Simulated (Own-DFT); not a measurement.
# Which defects push the lattice out? C40 NbSi2

The numbers are computed, not measured, by runs of the plane-wave DFT program Own-DFT (in-house, retired, unreviewed) at fixed positions, with no spin and no spin-orbit coupling.

All runs used: PBE; PseudoDojo norm-conserving scalar-relativistic files; cutoff 42 hartree; 4 x 4 x 5 k mesh centred on Gamma; cold (Marzari-Vanderbilt) smearing of 0.2 eV.

Limits: forces on such cells failed a check on a denser k mesh; stress not checked against mesh or cutoff.

All runs share one cell, with vectors in Å (0.000, 8.324, 0.000); (-9.613, 0.000, 0.000); (0.000, 0.000, 6.586) and a volume of 527.0 Å³. The atoms are randomly displaced, by u rms on each axis. The defect's site can differ from row to row.

| cell | formula | u (Å) | P (GPa) |
|---|---|---|---|
| no defect | Nb12Si24 | 0.0196 | 1.55 |
| no defect | Nb12Si24 | 0.0216 | 1.52 |
| no defect | Nb12Si24 | 0.0502 | 2.62 |
| two Nb on a Si site each | Nb14Si22 | 0.0263 | 7.58 |
| two Nb on a Si site each | Nb14Si22 | 0.0480 | 7.96 |
| two Nb on a Si site each | Nb14Si22 | 0.0493 | 8.39 |
| two Si on a Nb site each | Nb10Si26 | 0.0303 | ? |
| two Si on a Nb site each | Nb10Si26 | 0.0309 | 1.66 |
| two Si on a Nb site each | Nb10Si26 | 0.0473 | 2.44 |
| two Si on a Nb site each | Nb10Si26 | 0.0577 | 3.49 |
| one Si vacancy | Nb12Si23 | 0.0276 | 0.89 |
| one Si vacancy | Nb12Si23 | 0.0282 | 0.86 |
| one Si vacancy | Nb12Si23 | 0.0474 | 1.76 |

## Fit

P = P0 + c u² + a shift for each defect gives P0 = 1.25 GPa, c = 577 ± 69 GPa/Å² and a scatter of 0.21 GPa. The shifts, and each times the cell's volume:

- two Nb on a Si site each: 5.68 ± 0.18 GPa, 18.7 eV (9.3 eV for each of its 2 sites)
- two Si on a Nb site each: 0.02 ± 0.18 GPa, 0.1 eV (0.0 eV for each of its 2 sites) (not resolved)
- one Si vacancy: -0.81 ± 0.17 GPa, -2.7 eV

Positive is outwards. The product with the volume (160.2 GPa Å³ to the eV) is nearly free of the cell's size; divided by the bulk modulus at the cell's pressure it gives the volume that the defect adds. The atoms around the defects weren't relaxed, which would change these numbers.

## Prediction

The question: what pressure belongs in the blank (two Si on a Nb site each, u = 0.0303 Å)?

The fit gives 1.81 ± 0.25 GPa. The hidden result is 1.67 GPa.
